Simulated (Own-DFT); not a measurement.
Si12O23 (quartz with two neutral oxygen vacancies, atoms displaced) (calculated)

All values are calculated (Own-DFT development build). A calculation, not a measurement: plane-wave PBE and HSE06 DFT by an unreviewed code, no spin, of a simulated cell at Gamma alone, so results move with cell size and shape, stress positive in tension, energies less offsets, not probed for a lower state with spin; oxygen file: force components 24 meV/angstrom off all-electron in a glass; k mesh not checked against a denser one; forces and stress are PBE's, HSE06 gives the energy alone, and its difference from PBE has offsets of its own; offsets are fitted by least squares, one for each functional and potential file, so energies compare only between cells with the same atoms and settings and are not formation energies; the far tail of each file's local potential was reset to the Coulomb form; each entry is a single point on an unrelaxed cell, so the pressure reflects the starting lattice, mostly measured values (interpolated for alloys), from which strain is counted, and rises with the displacements; printed positions are rounded, which can move forces by about a meV/angstrom; the program, named Own-DFT, is a retired in-house code; no spin-orbit coupling.

Settings shared by all entries: first functional PBE; second functional HSE06; exact exchange share 0.25; screening 0.11 1/bohr; exchange divergence Gygi-Baldereschi; potential files PseudoDojo norm-conserving, scalar-relativistic, made for PBE, standard set; wave cutoff 48 hartree; occupations fixed; k mesh 1 x 1 x 1 centred on Gamma.

```json
{"entry": 1, "formula": "Si12O23", "kind": "quartz with two neutral oxygen vacancies, atoms displaced", "structure": {"cell_angstrom": [[9.8268, 0.0, 0.0], [-4.9134, 8.5103, 0.0], [0.0, 0.0, 10.8104]], "atoms_fractional": [["Si", 0.24151, 5e-05, 0.00218], ["Si", 0.00829, 0.22803, 0.32463], ["Si", 0.26491, 0.26736, 0.16408], ["O", 0.20268, 0.12775, 0.06102], ["O", 0.42442, 0.28823, 0.21596], ["O", 0.0695, 0.36146, 0.43774], ["O", 0.13228, 0.2021, 0.27581], ["O", 0.28715, 0.42505, 0.10119], ["Si", 0.23182, 0.99226, 0.50013], ["Si", 0.00578, 0.24312, 0.83863], ["Si", 0.27056, 0.27231, 0.66517], ["O", 0.2005, 0.1362, 0.56688], ["O", 0.43728, 0.30732, 0.72992], ["O", 0.36732, 0.07305, 0.89655], ["O", 0.07118, 0.36477, 0.94575], ["O", 0.12079, 0.20312, 0.77607], ["O", 0.2948, 0.43359, 0.60545], ["Si", 0.23348, 0.50345, 0.00081], ["Si", 0.99317, 0.73375, 0.33666], ["Si", 0.26749, 0.75129, 0.17451], ["O", 0.20911, 0.63052, 0.06161], ["O", 0.41703, 0.78573, 0.22066], ["O", 0.37372, 0.58234, 0.39188], ["O", 0.0743, 0.87305, 0.43745], ["O", 0.12466, 0.71426, 0.27923], ["O", 0.2934, 0.92327, 0.11371], ["Si", 0.24696, 0.50327, 0.49522], ["Si", 0.99661, 0.72593, 0.82743], ["Si", 0.25589, 0.76125, 0.65997], ["O", 0.20747, 0.63322, 0.55276], ["O", 0.42912, 0.7848, 0.72255], ["O", 0.36299, 0.57134, 0.88588], ["O", 0.07301, 0.86043, 0.93226], ["O", 0.12887, 0.70963, 0.77483], ["O", 0.28621, 0.92568, 0.60849], ["Si", 0.72842, 0.99589, 0.99101], ["Si", 0.50145, 0.23381, 0.32406], ["Si", 0.77016, 0.26735, 0.17145], ["O", 0.70422, 0.13528, 0.05975], ["O", 0.91523, 0.2779, 0.22435], ["O", 0.86311, 0.0668, 0.39138], ["O", 0.57721, 0.37045, 0.43106], ["O", 0.78474, 0.42224, 0.10255], ["Si", 0.73197, 0.0057, 0.49678], ["Si", 0.49386, 0.23207, 0.84118], ["Si", 0.77126, 0.26643, 0.66472], ["O", 0.70801, 0.12379, 0.5561], ["O", 0.92341, 0.29908, 0.7283], ["O", 0.87679, 0.06791, 0.88749], ["O", 0.57485, 0.38013, 0.94486], ["O", 0.63007, 0.20299, 0.77754], ["O", 0.79535, 0.42875, 0.60781], ["Si", 0.72989, 0.5057, 0.00164], ["Si", 0.51366, 0.74639, 0.34201], ["Si", 0.76302, 0.77192, 0.16615], ["O", 0.70004, 0.61837, 0.05775], ["O", 0.92313, 0.78384, 0.22481], ["O", 0.86229, 0.57544, 0.4038], ["O", 0.56725, 0.86105, 0.44039], ["O", 0.63418, 0.70272, 0.266], ["O", 0.79526, 0.93449, 0.10516], ["Si", 0.72988, 0.50723, 0.49737], ["Si", 0.49442, 0.72491, 0.84194], ["Si", 0.75973, 0.75637, 0.66968], ["O", 0.70962, 0.63133, 0.5633], ["O", 0.92558, 0.78553, 0.72227], ["O", 0.87779, 0.57711, 0.88943], ["O", 0.56128, 0.84847, 0.94502], ["O", 0.6374, 0.71284, 0.77042], ["O", 0.79709, 0.93105, 0.60956]]}, "results": {"PBE_energy_of_cell_above_offsets [eV]": "-13.028", "HSE06_less_PBE_above_offsets [eV]": "0.239", "PBE_pressure [GPa]": 10.37, "PBE_stress_xx [GPa]": -12.23, "PBE_stress_yy [GPa]": -10.58, "PBE_stress_zz [GPa]": -8.28, "PBE_stress_yz [GPa]": -3.26, "PBE_stress_xz [GPa]": 1.1, "PBE_stress_xy [GPa]": 1.16, "force_element": ["Si", "Si", "Si", "O", "O", "O", "O", "O", "Si", "Si", "Si", "O", "O", "O", "O", "O", "O", "Si", "Si", "Si", "O", "O", "O", "O", "O", "O", "Si", "Si", "Si", "O", "O", "O", "O", "O", "O", "Si", "Si", "Si", "O", "O", "O", "O", "O", "Si", "Si", "Si", "O", "O", "O", "O", "O", "O", "Si", "Si", "Si", "O", "O", "O", "O", "O", "O", "Si", "Si", "Si", "O", "O", "O", "O", "O", "O"], "force_x [eV/angstrom]": [-2.585, -8.099, -0.152, -0.537, 0.331, 1.558, 6.631, 1.363, -0.314, -3.336, -0.817, 1.272, -1.29, 0.456, -0.492, 5.22, 1.45, 1.04, -1.423, -11.8, -1.916, 11.07, 1.147, -1.698, 5.184, 0.24, -4.391, -2.608, 2.823, -0.332, -2.074, -2.327, 1.068, 6.374, 1.128, 0.753, 1.871, -7.458, 0.512, 5.612, 0.819, -0.946, 1.459, 6.683, 2.491, -4.495, -5.393, 3.665, -2.542, -2.347, 0.378, -1.006, 9.553, -0.905, 3.579, -6.968, -2.11, 2.714, 0.105, -3.231, 0.096, 1.895, 1.491, 1.692, -3.058, -0.762, -3.371, 0.606, -2.939, -0.608], "force_y [eV/angstrom]": [-3.894, 0.832, -1.593, 0.712, 0.873, 0.887, -0.546, -0.58, 5.793, -1.804, -0.648, -2.202, -0.587, -0.707, 1.475, 1.161, -0.545, -1.498, 0.036, 1.487, 1.266, 1.543, -0.325, -1.2, -1.147, -0.726, -1.5, 4.369, -0.833, -0.101, -0.111, -5.409, 2.542, -0.751, -0.134, 2.238, -1.833, -0.699, -1.473, 0.853, 0.756, -0.182, -0.168, -6.24, 3.858, -0.951, 7.144, 0.266, -0.953, -4.476, 0.234, 0.034, -4.821, -6.016, -1.04, 10.62, 0.749, 2.039, 5.91, -0.338, -0.673, -5.422, 2.985, 4.856, 1.447, 0.382, -5.548, 3.175, -1.658, -1.187], "force_z [eV/angstrom]": [0.934, 5.364, -1.013, 0.183, 0.332, -0.501, -3.457, 1.853, -1.35, -1.76, 2.845, -1.876, -0.132, -0.384, 1.269, -3.081, 1.438, -2.959, 0.851, -3.051, 0.63, 5.988, -1.229, -0.328, -2.272, -0.224, -0.203, 1.115, 3.3, -0.468, -0.242, 2.988, 2.001, -3.651, 1.159, 0.488, 0.844, -2.35, -1.062, 2.189, -1.689, -0.061, 1.181, -0.328, -1.578, -0.218, 4.337, 2.175, 1.665, -2.945, -0.829, -1.184, -4.934, -8.713, -3.158, 6.252, -1.2, -3.314, 5.317, 3.13, 0.02, 2.493, -7.317, -1.816, 0.233, -0.988, 3.85, 2.738, 3.81, -1.102]}}
{"entry": 2, "formula": "Si12O23", "kind": "quartz with two neutral oxygen vacancies, atoms displaced", "structure": {"cell_angstrom": [[9.8268, 0.0, 0.0], [-4.9134, 8.5103, 0.0], [0.0, 0.0, 10.8104]], "atoms_fractional": [["Si", 0.22952, 0.99617, 0.9947], ["Si", 0.00268, 0.23239, 0.33286], ["Si", 0.26242, 0.25922, 0.17001], ["O", 0.2099, 0.13258, 0.05853], ["O", 0.44061, 0.30065, 0.23017], ["O", 0.36656, 0.07198, 0.39642], ["O", 0.06265, 0.3588, 0.44559], ["O", 0.12746, 0.20004, 0.27034], ["O", 0.29412, 0.42662, 0.10828], ["Si", 0.23162, 0.99669, 0.503], ["Si", 0.99742, 0.23347, 0.83432], ["Si", 0.26834, 0.26191, 0.66452], ["O", 0.20678, 0.12009, 0.55985], ["O", 0.42892, 0.29292, 0.73184], ["O", 0.35842, 0.06963, 0.88907], ["O", 0.081, 0.37616, 0.93667], ["O", 0.13832, 0.19919, 0.77563], ["O", 0.30415, 0.42545, 0.60809], ["Si", 0.23178, 0.49828, 0.00525], ["Si", 0.00393, 0.73393, 0.33025], ["Si", 0.26426, 0.76923, 0.17061], ["O", 0.20476, 0.6332, 0.06634], ["O", 0.42006, 0.78792, 0.23051], ["O", 0.36136, 0.57507, 0.38636], ["O", 0.0797, 0.86769, 0.43745], ["O", 0.13175, 0.70733, 0.27927], ["O", 0.29623, 0.91711, 0.10896], ["Si", 0.22471, 0.49257, 0.50395], ["Si", 0.99904, 0.7335, 0.83305], ["Si", 0.25616, 0.76649, 0.67], ["O", 0.20767, 0.62659, 0.55819], ["O", 0.4269, 0.79287, 0.72924], ["O", 0.36762, 0.5715, 0.90661], ["O", 0.08439, 0.87051, 0.94874], ["O", 0.13694, 0.70697, 0.77481], ["O", 0.29834, 0.92751, 0.60404], ["Si", 0.73185, 0.99684, 0.00307], ["Si", 0.49611, 0.23836, 0.33509], ["Si", 0.7675, 0.27426, 0.16232], ["O", 0.71678, 0.1409, 0.04597], ["O", 0.91998, 0.29337, 0.22265], ["O", 0.86942, 0.08503, 0.39426], ["O", 0.55955, 0.36186, 0.43639], ["O", 0.63634, 0.20868, 0.275], ["O", 0.79684, 0.43044, 0.10296], ["Si", 0.72662, 0.99268, 0.5031], ["Si", 0.49914, 0.23361, 0.83339], ["Si", 0.76, 0.25738, 0.67177], ["O", 0.69991, 0.13276, 0.55728], ["O", 0.92185, 0.29653, 0.72707], ["O", 0.87298, 0.06933, 0.9004], ["O", 0.63115, 0.20862, 0.77255], ["O", 0.80145, 0.43456, 0.60816], ["Si", 0.72849, 0.48769, 0.00216], ["Si", 0.49973, 0.73955, 0.33242], ["Si", 0.75997, 0.7651, 0.1651], ["O", 0.91839, 0.78901, 0.22032], ["O", 0.86276, 0.57127, 0.39988], ["O", 0.57907, 0.86434, 0.44089], ["O", 0.62743, 0.70784, 0.26936], ["O", 0.79103, 0.93379, 0.10026], ["Si", 0.73459, 0.49431, 0.50117], ["Si", 0.50358, 0.73879, 0.82737], ["Si", 0.76896, 0.76252, 0.66973], ["O", 0.70841, 0.63876, 0.56049], ["O", 0.91793, 0.78933, 0.72598], ["O", 0.85636, 0.56932, 0.89696], ["O", 0.57413, 0.86878, 0.93762], ["O", 0.63055, 0.70257, 0.76969], ["O", 0.79366, 0.93013, 0.60841]]}, "results": {"PBE_energy_of_cell_above_offsets [eV]": "-16.159", "HSE06_less_PBE_above_offsets [eV]": "0.113", "PBE_pressure [GPa]": 9.54, "PBE_stress_xx [GPa]": -12.37, "PBE_stress_yy [GPa]": -7.18, "PBE_stress_zz [GPa]": -9.08, "PBE_stress_yz [GPa]": 0.92, "PBE_stress_xz [GPa]": -1.58, "PBE_stress_xy [GPa]": 0.27, "force_element": ["Si", "Si", "Si", "O", "O", "O", "O", "O", "O", "Si", "Si", "Si", "O", "O", "O", "O", "O", "O", "Si", "Si", "Si", "O", "O", "O", "O", "O", "O", "Si", "Si", "Si", "O", "O", "O", "O", "O", "O", "Si", "Si", "Si", "O", "O", "O", "O", "O", "O", "Si", "Si", "Si", "O", "O", "O", "O", "O", "Si", "Si", "Si", "O", "O", "O", "O", "O", "Si", "Si", "Si", "O", "O", "O", "O", "O", "O"], "force_x [eV/angstrom]": [6.557, -3.31, 2.203, -0.207, -5.412, 0.06, 0.558, 1.175, 0.847, 3.879, 1.512, -0.124, -3.79, -1.305, 1.009, -2.046, -1.926, -1.417, 0.629, -5.434, 1.534, -0.479, -0.208, -0.981, -1.604, 3.228, -3.231, 4.211, -1.135, 5.493, -2.659, -3.267, 1.944, -6.286, -3.258, 0.449, -2.316, 3.977, -0.489, -1.998, 3.784, -1.597, 1.715, -0.557, 1.812, 2.367, 0.681, -1.011, -0.043, 2.943, 0.469, 0.243, 0.7, -6.045, -0.182, -0.619, 3.104, 1.971, -2.012, 0.685, 4.231, -3.722, -0.091, -6.198, 0.734, 6.994, 2.302, -0.406, 0.293, 1.07], "force_y [eV/angstrom]": [5.894, 2.297, 2.449, 0.334, 0.537, 0.045, 0.374, -0.557, -1.805, -1.806, -0.086, -1.113, 5.217, 0.795, 0.151, -2.735, 0.376, 0.863, 1.969, -0.204, -4.857, -0.537, 1.467, -1.62, -1.592, -0.811, 6.331, -0.626, -0.445, -0.438, 3.804, 0.593, 2.777, -9.237, -1.093, -0.668, 2.177, -4.664, -4.494, 2.598, 0.204, -3.927, 4.494, 0.3, 0.513, 4.359, 1.421, 1.859, -0.11, -0.207, 0.798, -1.339, -2.348, 1.125, -2.146, -1.442, 0.303, 2.086, -1.622, -0.136, -3.745, 0.128, -2.762, 0.546, -2.035, 1.106, 2.734, -0.505, -0.318, -0.992], "force_z [eV/angstrom]": [5.808, -1.195, -1.423, 0.692, -4.571, -0.518, -0.081, 0.321, 1.711, -3.539, 0.191, 0.866, 3.302, -2.112, -0.725, -1.644, 0.113, -1.447, 1.03, 1.742, 1.269, -0.13, -0.881, 1.984, -0.625, -1.567, -3.85, -2.479, 2.107, -3.591, 3.134, -2.669, -3.054, -5.686, 2.816, 1.216, -4.844, -0.005, 0.694, 2.066, 1.874, 1.932, 4.69, -0.457, 2.005, -0.306, 3.921, -3.827, 0.549, 1.588, -1.457, 0.7, 1.607, -1.849, 0.92, -3.051, 2.147, -2.995, -0.75, 0.169, 5.789, 0.55, 4.367, -3.412, -1.461, 3.632, -2.655, -0.514, 0.526, 1.344]}}
{"entry": 3, "formula": "Si12O23", "kind": "quartz with two neutral oxygen vacancies, atoms displaced", "structure": {"cell_angstrom": [[9.8268, 0.0, 0.0], [-4.9134, 8.5103, 0.0], [0.0, 0.0, 10.8104]], "atoms_fractional": [["Si", 0.23131, 0.99798, 0.99451], ["Si", 0.0029, 0.23974, 0.33515], ["Si", 0.27067, 0.27382, 0.17299], ["O", 0.20929, 0.13202, 0.05804], ["O", 0.41758, 0.28482, 0.22538], ["O", 0.37848, 0.08919, 0.38593], ["O", 0.08384, 0.36738, 0.43912], ["O", 0.12664, 0.19966, 0.28188], ["O", 0.29098, 0.42585, 0.10083], ["Si", 0.246, 0.00811, 0.50649], ["Si", 0.00076, 0.2392, 0.84048], ["Si", 0.26427, 0.27033, 0.6702], ["O", 0.20899, 0.14442, 0.56115], ["O", 0.36873, 0.07628, 0.89547], ["O", 0.06084, 0.35907, 0.9446], ["O", 0.1378, 0.20991, 0.77025], ["O", 0.2971, 0.42277, 0.60716], ["Si", 0.2385, 0.50997, 0.9998], ["Si", 0.00719, 0.7374, 0.33699], ["Si", 0.27737, 0.7726, 0.16182], ["O", 0.2088, 0.63777, 0.06582], ["O", 0.42848, 0.79806, 0.22891], ["O", 0.35484, 0.57215, 0.3857], ["O", 0.0724, 0.861, 0.43838], ["O", 0.12873, 0.70108, 0.28003], ["O", 0.28752, 0.9347, 0.11406], ["Si", 0.23183, 0.49697, 0.49892], ["Si", 0.9971, 0.73391, 0.83163], ["Si", 0.26475, 0.76425, 0.66474], ["O", 0.20671, 0.62655, 0.5646], ["O", 0.42632, 0.80231, 0.7219], ["O", 0.36739, 0.56692, 0.89013], ["O", 0.06998, 0.85643, 0.93864], ["O", 0.13262, 0.71634, 0.77148], ["O", 0.29267, 0.93045, 0.60548], ["Si", 0.73577, 0.00452, 0.00742], ["Si", 0.49665, 0.23175, 0.33193], ["Si", 0.76081, 0.2608, 0.165], ["O", 0.71098, 0.13351, 0.06606], ["O", 0.92505, 0.2883, 0.22902], ["O", 0.87033, 0.0796, 0.39465], ["O", 0.5699, 0.37126, 0.43712], ["O", 0.62477, 0.20133, 0.27485], ["O", 0.80071, 0.43105, 0.11288], ["Si", 0.73538, 0.99929, 0.49877], ["Si", 0.49436, 0.23127, 0.82921], ["Si", 0.75808, 0.25892, 0.6647], ["O", 0.71309, 0.13933, 0.55986], ["O", 0.9314, 0.29616, 0.72801], ["O", 0.8692, 0.07064, 0.90452], ["O", 0.57333, 0.37375, 0.94779], ["O", 0.80908, 0.43352, 0.59093], ["Si", 0.73457, 0.49842, 0.0034], ["Si", 0.49797, 0.73113, 0.3361], ["Si", 0.76107, 0.75892, 0.1598], ["O", 0.7109, 0.64001, 0.06585], ["O", 0.91472, 0.79486, 0.22555], ["O", 0.86266, 0.5651, 0.39144], ["O", 0.57149, 0.85671, 0.44117], ["O", 0.62652, 0.70195, 0.27264], ["O", 0.78429, 0.9279, 0.10932], ["Si", 0.73059, 0.49726, 0.49376], ["Si", 0.49605, 0.73813, 0.82855], ["Si", 0.78288, 0.77819, 0.66678], ["O", 0.70469, 0.63355, 0.55406], ["O", 0.92715, 0.79238, 0.72987], ["O", 0.8708, 0.57052, 0.88956], ["O", 0.57445, 0.86889, 0.94856], ["O", 0.64439, 0.71701, 0.78357], ["O", 0.80405, 0.93158, 0.59924]]}, "results": {"PBE_energy_of_cell_above_offsets [eV]": "-15.837", "HSE06_less_PBE_above_offsets [eV]": "0.181", "PBE_pressure [GPa]": 9.12, "PBE_stress_xx [GPa]": -7.75, "PBE_stress_yy [GPa]": -10.59, "PBE_stress_zz [GPa]": -9.04, "PBE_stress_yz [GPa]": -2.39, "PBE_stress_xz [GPa]": -1.58, "PBE_stress_xy [GPa]": 0.28, "force_element": ["Si", "Si", "Si", "O", "O", "O", "O", "O", "O", "Si", "Si", "Si", "O", "O", "O", "O", "O", "Si", "Si", "Si", "O", "O", "O", "O", "O", "O", "Si", "Si", "Si", "O", "O", "O", "O", "O", "O", "Si", "Si", "Si", "O", "O", "O", "O", "O", "O", "Si", "Si", "Si", "O", "O", "O", "O", "O", "Si", "Si", "Si", "O", "O", "O", "O", "O", "O", "Si", "Si", "Si", "O", "O", "O", "O", "O", "O"], "force_x [eV/angstrom]": [-0.788, -0.926, -4.58, -1.23, 3.574, -4.97, -2.453, 3.354, 0.256, -4.041, 0.577, 4.974, 1.468, 0.667, 1.511, -3.837, -1.475, -0.769, -4.833, -4.01, -0.143, 1.355, 0.071, 1.422, 4.263, 0.975, 3.063, 0.553, -2.362, -0.89, 2.026, -0.552, 0.101, 2.483, 2.607, 0.526, 2.01, 0.322, -2.074, -1.502, -0.861, -1.283, 2.838, -0.592, -0.219, 0.148, -0.821, 0.09, -1.427, 0.926, -1.043, 0.603, 1.611, 0.25, -3.115, 1.163, 4.547, 1.194, 0.139, 0.773, 1.935, 0.501, 2.418, -5.062, -0.193, 1.518, -1.391, -1.77, 0.001, 0.399], "force_y [eV/angstrom]": [0.022, -1.172, -3.693, 1.843, 1.422, -10.76, -1.406, 0.79, 0.34, 1.475, -3.712, -1.155, -2.696, -1.696, 4.988, -1.238, 4.215, -3.091, -3.143, 1.419, -1.512, 0.535, -0.798, 5.062, 0.46, -1.007, 1.258, -1.437, -0.08, 0.991, 0.232, 1.2, 1.938, -0.435, -1.778, -1.912, 9.153, 2.446, 0.2, 0.697, -1.189, -1.71, 0.24, 0.197, 0.362, 3.662, 4.802, -3.496, -0.359, 1.434, -2.703, -2.36, 2.167, -0.295, 6.911, -7.626, 0.084, 2.127, 2.402, -0.271, -1.817, 1.493, 0.906, -3.909, 1.989, 1.543, -1.532, -1.848, 0.642, 0.183], "force_z [eV/angstrom]": [2.442, -0.277, -2.618, 1.107, 1.152, 7.06, 0.117, -2.498, 0.875, -5.446, -3.019, 1.081, -1.881, -0.247, 3.494, 3.893, -2.063, -0.756, -3.152, 3.771, -2.425, 0.463, 0.613, 4.267, -3.252, -0.423, 1.283, 1.136, -0.312, 0.354, 1.147, -0.664, 1.596, -1.186, 2.554, -2.212, -2.721, 4.059, -1.453, -1.204, 0.651, -0.908, -1.926, -0.749, -1.382, -2.335, 3.442, -2.705, -0.534, -2.013, -1.978, 2.406, -0.013, -2.257, 7.146, -7.68, 2.794, -2.059, 2.304, -0.857, 2.406, 1.014, 2.269, -1.921, 2.154, -0.64, 1.586, -2.246, -1.753, 1.13]}}
{"entry": 4, "formula": "Si12O23", "kind": "quartz with two neutral oxygen vacancies, atoms displaced", "structure": {"cell_angstrom": [[9.8268, 0.0, 0.0], [-4.9134, 8.5103, 0.0], [0.0, 0.0, 10.8104]], "atoms_fractional": [["Si", 0.23982, 0.99657, 0.99795], ["Si", 0.00027, 0.23769, 0.33869], ["Si", 0.2476, 0.25407, 0.16097], ["O", 0.42571, 0.29242, 0.2322], ["O", 0.35935, 0.0731, 0.38379], ["O", 0.07837, 0.3694, 0.43644], ["O", 0.12845, 0.19837, 0.27531], ["O", 0.28694, 0.42124, 0.12154], ["Si", 0.23241, 0.99877, 0.49792], ["Si", 0.99964, 0.23341, 0.83587], ["Si", 0.2638, 0.26509, 0.66935], ["O", 0.20699, 0.13797, 0.55999], ["O", 0.41603, 0.28529, 0.73226], ["O", 0.37106, 0.08372, 0.89096], ["O", 0.07475, 0.36376, 0.93479], ["O", 0.13261, 0.19911, 0.76488], ["O", 0.2963, 0.41805, 0.61184], ["Si", 0.22711, 0.50093, 0.0076], ["Si", 0.99538, 0.74164, 0.32981], ["Si", 0.26119, 0.76405, 0.17225], ["O", 0.21109, 0.62618, 0.05987], ["O", 0.42011, 0.79259, 0.22718], ["O", 0.36085, 0.56636, 0.39317], ["O", 0.0718, 0.87465, 0.43622], ["O", 0.13263, 0.70602, 0.27431], ["O", 0.28597, 0.91872, 0.11108], ["Si", 0.24087, 0.5038, 0.50378], ["Si", 0.99803, 0.73019, 0.82895], ["Si", 0.25843, 0.77132, 0.66408], ["O", 0.2077, 0.62588, 0.55052], ["O", 0.43299, 0.79809, 0.72613], ["O", 0.36801, 0.57172, 0.89434], ["O", 0.14099, 0.7029, 0.77395], ["O", 0.28762, 0.9215, 0.60551], ["Si", 0.7364, 0.00051, 0.00546], ["Si", 0.49494, 0.22294, 0.3282], ["Si", 0.75987, 0.26648, 0.16487], ["O", 0.71245, 0.13701, 0.06355], ["O", 0.93135, 0.29304, 0.22565], ["O", 0.86893, 0.07775, 0.3988], ["O", 0.57146, 0.36932, 0.44561], ["O", 0.62926, 0.20626, 0.2785], ["O", 0.79615, 0.43144, 0.1033], ["Si", 0.73415, 0.99461, 0.49864], ["Si", 0.50335, 0.24205, 0.8363], ["Si", 0.76037, 0.26758, 0.66237], ["O", 0.71278, 0.13186, 0.56073], ["O", 0.92018, 0.2778, 0.72798], ["O", 0.86228, 0.06651, 0.89523], ["O", 0.57657, 0.3632, 0.94455], ["O", 0.63141, 0.20465, 0.77681], ["O", 0.79478, 0.42423, 0.60658], ["Si", 0.73297, 0.49732, 0.99984], ["Si", 0.49322, 0.72762, 0.33232], ["Si", 0.76245, 0.76403, 0.1662], ["O", 0.70063, 0.62648, 0.05239], ["O", 0.92558, 0.79124, 0.22933], ["O", 0.86039, 0.56911, 0.39526], ["O", 0.57729, 0.86673, 0.44763], ["O", 0.63414, 0.70875, 0.26974], ["O", 0.78333, 0.92393, 0.10243], ["Si", 0.73495, 0.49366, 0.49846], ["Si", 0.50115, 0.72591, 0.82701], ["Si", 0.76571, 0.7636, 0.66788], ["O", 0.71409, 0.63235, 0.56539], ["O", 0.92166, 0.79682, 0.72332], ["O", 0.87101, 0.57448, 0.88624], ["O", 0.57931, 0.87003, 0.94361], ["O", 0.64767, 0.71936, 0.76894], ["O", 0.7907, 0.92575, 0.61365]]}, "results": {"PBE_energy_of_cell_above_offsets [eV]": "-15.689", "HSE06_less_PBE_above_offsets [eV]": "0.034", "PBE_pressure [GPa]": 10.51, "PBE_stress_xx [GPa]": -10.38, "PBE_stress_yy [GPa]": -12.09, "PBE_stress_zz [GPa]": -9.07, "PBE_stress_yz [GPa]": 4.07, "PBE_stress_xz [GPa]": 0.9, "PBE_stress_xy [GPa]": 0.7, "force_element": ["Si", "Si", "Si", "O", "O", "O", "O", "O", "Si", "Si", "Si", "O", "O", "O", "O", "O", "O", "Si", "Si", "Si", "O", "O", "O", "O", "O", "O", "Si", "Si", "Si", "O", "O", "O", "O", "O", "Si", "Si", "Si", "O", "O", "O", "O", "O", "O", "Si", "Si", "Si", "O", "O", "O", "O", "O", "O", "Si", "Si", "Si", "O", "O", "O", "O", "O", "O", "Si", "Si", "Si", "O", "O", "O", "O", "O", "O"], "force_x [eV/angstrom]": [-3.008, 0.637, 4.416, -2.239, -0.909, 0.353, -0.721, -2.057, -0.74, 0.981, 1.774, 1.28, 2.258, -0.421, 0.335, -4.172, -2.527, 7.267, 4.022, 0.33, -5.677, 2.594, 1.839, -0.643, -2.369, -0.024, 2.529, 1.107, 6.48, -4.153, -2.025, -0.584, -2.382, -1.45, -2.611, -3.186, 2.208, -0.897, -2.305, 0.449, -0.862, 5.093, 1.244, 1.948, 0.507, 2.915, -1.24, -1.785, 1.303, -0.962, 0.441, -0.211, 1.536, 0.506, 0.41, -0.976, -3.952, 2.376, -2.687, -1.412, 4.376, -2.016, -0.855, -0.084, -0.026, 5.912, -1.717, -1.378, -3.919, -0.246], "force_y [eV/angstrom]": [0.172, -1.114, -3.248, 0.309, -3.727, 1.766, -0.704, 3.45, 2.942, -3.596, -2.576, -2.125, 1.197, -2.551, 2.29, -1.164, 5.706, -6.763, -3.669, -1.883, 7.629, 0.129, 1.105, -1.199, -0.705, 1.579, -6.182, 4.531, -4.995, 6.227, -0.438, -1.245, -0.878, 3.943, 1.526, 5.144, 0.778, -0.4, 0.152, -0.718, -3.118, -0.231, -0.733, 2.19, -0.477, -4.013, 0.402, 1.177, 1.392, 0.183, 0.642, 2.477, 1.381, 1.648, -0.107, 3.052, 1.501, 2.87, -4.465, -0.669, -2.952, 1.156, 3.039, 1.504, -1.277, 0.358, -3.149, -2.67, -2.73, 0.922], "force_z [eV/angstrom]": [-0.614, -2.077, 0.808, -2.366, 2.476, 2.208, 0.658, -2.938, 0.144, -2.535, -0.958, -1.617, 0.435, 1.622, 2.666, 4.275, -3.192, -4.413, 4.735, -2.227, 4.723, 1.389, -1.588, -0.297, 1.772, -0.838, -0.336, -0.308, 0.473, 4.21, -1.381, 1.135, 1.195, -2.254, -4.669, 2.793, 2.627, -0.748, -0.901, -0.853, -1.963, -2.644, 1.652, 3.541, -2.283, 3.036, -0.316, -1.304, -0.401, 0.341, -0.924, -0.525, -2.031, 1.241, -2.673, 2.234, -4.591, -2.974, -3.584, 1.435, 5.191, 1.854, 2.293, -4.739, -1.358, 2.747, 2.268, -1.977, 4.698, -1.478]}}
```
